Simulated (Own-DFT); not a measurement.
# Reading a pressure off an energy slope: monoclinic HfO2, 94 atoms (Hf32O62), with two O vacancies

These are calculations. Each geometry was run twice at fixed positions with Own-DFT, a retired in-house plane-wave program that no person has reviewed: with PBE, and with HSE06 (exact exchange share 0.25 at short range, screening 0.11 per bohr, Gygi-Baldereschi treatment of its divergence). Both used PseudoDojo norm-conserving files made for PBE, a cutoff of 48 hartree, the Gamma point alone, fixed occupations, a neutral cell and no spin. The unstrained cell is 10.1 Å across at its thinnest, so Gamma alone is coarse and defects feel their images. The hafnium file keeps the 4f electrons in the core, and its forces lie about 75 meV/Å off all-electron values. The oxygen file's force components were 24 meV/Å off all-electron values in a glass.

Unstrained cell vectors in Å: (10.234, 0.000, 0.000); (0.000, 10.350, 0.000); (-1.695, 0.000, 10.445), volume V0 = 1106.4 Å³, from measured lattice constants. Each geometry has its own random strain of a few per cent, its own defect sites and random moves of rms u per axis. HSE06 gave the energy alone. D is its energy less that of PBE, over the lowest D shown. The PBE stress wasn't checked against mesh or cutoff.

| run | V - V0 (Å³) | u (Å) | P with PBE (GPa) | D (eV) |
|---|---|---|---|---|
| 1 | 50.3 | 0.0308 | -5.11 | 1.942 |
| 2 | 11.1 | 0.0470 | 2.68 | 1.209 |
| 3 | -21.4 | 0.0297 | 8.78 | 0.345 |
| 4 | -43.4 | 0.0494 | 16.40 | 0.000 |
| 5 | 23.4 | 0.0293 | -0.94 | 1.355 |
| 6 | 36.8 | 0.0310 | -3.15 | 1.652 |
| 7 | 20.3 | 0.0327 | -0.37 | 1.360 |
| 8 | -34.1 | 0.0508 | 13.95 | 0.162 |
| 9 | -12.3 | 0.0500 | 8.85 | 0.439 |
| 10 | -39.6 | 0.0520 | 15.40 | 0.097 |
| 11 | 11.8 | 0.0311 | 2.09 | 1.041 |
| 12 | -9.9 | 0.0486 | 8.04 | 0.696 |
| 13 | -6.2 | 0.0520 | 5.94 | 0.775 |
| 14 | -24.6 | 0.0295 | 9.09 | ? |

## Worked fit

D = 0.80 + 0.0219 (V - V0) + 41 u² eV, with an error of 0.0011 on the volume slope, 38 on the last term and a scatter of 0.08 eV. Pressure is -dE/dV, and 1 eV/Å³ is 160.2 GPa, so HSE06 changes the pressure by -3.5 ± 0.2 GPa. With the ions held to the strained lattice, the PBE pressure falls by 247 ± 13 GPa per unit of volume strain; the shape of the strain isn't fitted, so the true error is larger, and a relaxed crystal would be softer. On that slope HSE06's volume at a given pressure is about 1.4 % smaller, or 0.5 % in lengths. At u = 0 and V0 the PBE pressure is 4.0 GPa, which puts the zero-pressure volume, against the measured cell and with the defects in, at +1.6 % for PBE and +0.2 % for HSE06, each good to a few tenths of a per cent.

## Check

Asked: what D should run 14 give?

From the fit: 0.30 eV, with rows scattering by 0.08. The run itself gave 0.174 eV.
